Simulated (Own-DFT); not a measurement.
# Biaxial strain at fixed height in diamond-structure GeSn with randomly placed atoms, 64 atoms (Ge60Sn4)

Source: density functional calculations with Own-DFT, an unreviewed in-house program that is no longer used. Nothing was measured or relaxed, and spin and spin-orbit coupling are left out.

Method: PBE; PseudoDojo norm-conserving scalar-relativistic files; cutoff 49 hartree; 3 x 3 x 3 k mesh centred on Gamma; Fermi-Dirac smearing of 0.1 eV.

Keep in mind: forces on such cells moved up to 12 meV/angstrom on a denser k mesh; stress not checked against mesh or cutoff.

Unstrained cell vectors in Å: (11.420, 0.000, 0.000); (0.000, 11.420, 0.000); (0.000, 0.000, 11.420). The unstrained cell has measured lattice constants (interpolated for alloys), not those of this functional. That, the random moves and any unrelaxed bonds set the pressure at no strain. Each run strains x and y alike by e, as a substrate would, and holds the height along z. All atoms carry random offsets, Gaussian with a width of 0.05 Å per axis. The random placing of the alloy's atoms differs from row to row. Stress is positive in tension.

| e (%) | u (Å) | (s_xx + s_yy)/2 (GPa) | s_zz (GPa) |
|---|---|---|---|
| -2.75 | 0.048 | -10.46 | -8.65 |
| -2.50 | 0.051 | ? | ? |
| -1.25 | 0.051 | -7.35 | -6.43 |
| -0.75 | 0.049 | -6.51 | -6.23 |
| -0.50 | 0.049 | -5.77 | -5.44 |
| 0.25 | 0.045 | -4.42 | -4.62 |
| 1.25 | 0.045 | -2.78 | -3.55 |
| 1.75 | 0.052 | -2.29 | -3.34 |
| 2.50 | 0.050 | -0.97 | -2.24 |
| 2.75 | 0.046 | -0.51 | -2.07 |

## Fit

With e as a fraction, the in-plane stress is -5.0 + 179 e - 740 e² GPa (errors 3 and 160, scatter 0.14), and s_zz is -5.0 + 119 e - 465 e² GPa (slope ± 4, scatter 0.20). At e = 0 the first slope is C11 + C12 and the second 2 C12, both with the ions held to the strained lattice and at the cell's own pressure. The term in e² is negative: the layer stiffens under compression and softens under tension. A free layer would change its height as e changes, and the in-plane slope would drop by 2 C12²/C11 to the biaxial modulus. At fixed height, a misfit of 1 % moves the in-plane stress by about 1.8 GPa and s_zz by 1.2 GPa.

## Test on the hidden row

Asked: what are the two stresses at e = -2.50 %?

Estimate: -9.9 and -8.3 GPa. DFT gave -9.76 and -8.00 GPa.
